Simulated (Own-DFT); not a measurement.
# Point defects and the pressure they add: C40 NbSi2

Everything here is calculated. The program is Own-DFT (plane waves, in-house, since retired, never reviewed by a person); positions were held fixed, and spin and spin-orbit coupling were off.

Method: PBEsol; PseudoDojo norm-conserving scalar-relativistic files, made for PBE; cutoff 42 hartree; 4 x 4 x 5 k mesh centred on Gamma; cold (Marzari-Vanderbilt) smearing of 0.2 eV.

Caveats: forces on such cells failed a check on a denser k mesh; stress not checked against mesh or cutoff.

All runs share one cell, with vectors in Å (0.000, 8.324, 0.000); (-9.613, 0.000, 0.000); (0.000, 0.000, 6.586) and a volume of 527.0 Å³. The atoms are randomly displaced, by u rms on each axis. The defect's site can differ from row to row.

```
                    cell   formula   u (Å)  P (GPa)
               no defect  Nb12Si24  0.0225    -2.06
               no defect  Nb12Si24  0.0517    -0.73
               no defect  Nb12Si24  0.0527    -0.89
two Si on a Nb site each  Nb10Si26  0.0299        ?
two Si on a Nb site each  Nb10Si26  0.0319    -1.75
two Si on a Nb site each  Nb10Si26  0.0469    -0.80
two Si on a Nb site each  Nb10Si26  0.0514    -1.07
        two Nb vacancies  Nb10Si24  0.0284    -3.38
        two Nb vacancies  Nb10Si24  0.0302    -3.34
        two Nb vacancies  Nb10Si24  0.0576    -2.49
two Nb on a Si site each  Nb14Si22  0.0307     3.50
two Nb on a Si site each  Nb14Si22  0.0493     4.21
two Nb on a Si site each  Nb14Si22  0.0540     4.61
          one Si vacancy  Nb12Si23  0.0310    -2.58
          one Si vacancy  Nb12Si23  0.0312    -2.33
          one Si vacancy  Nb12Si23  0.0528    -1.51
```

## What the rows give

P = P0 + c u² + a shift for each defect gives P0 = -2.18 GPa, c = 480 ± 49 GPa/Å² and a scatter of 0.18 GPa. The shifts, and each times the cell's volume:

- two Nb on a Si site each: 5.28 ± 0.15 GPa, 17.4 eV (8.7 eV for each of its 2 sites)
- two Si on a Nb site each: 0.03 ± 0.15 GPa, 0.1 eV (0.1 eV for each of its 2 sites) (not resolved)
- one Si vacancy: -0.72 ± 0.15 GPa, -2.4 eV
- two Nb vacancies: -1.70 ± 0.15 GPa, -5.6 eV (-2.8 eV for each of its 2 sites)

Against the defect-free cell, a freed cell would be larger where the shift is positive and smaller where it is negative (160.2 GPa Å³ is 1 eV). The atoms around the defects weren't relaxed, which would change these numbers.

## Check

Question: what pressure belongs in the blank (two Si on a Nb site each, u = 0.0299 Å)?

From the fit: -1.72 ± 0.21 GPa. DFT gave -1.75 GPa.
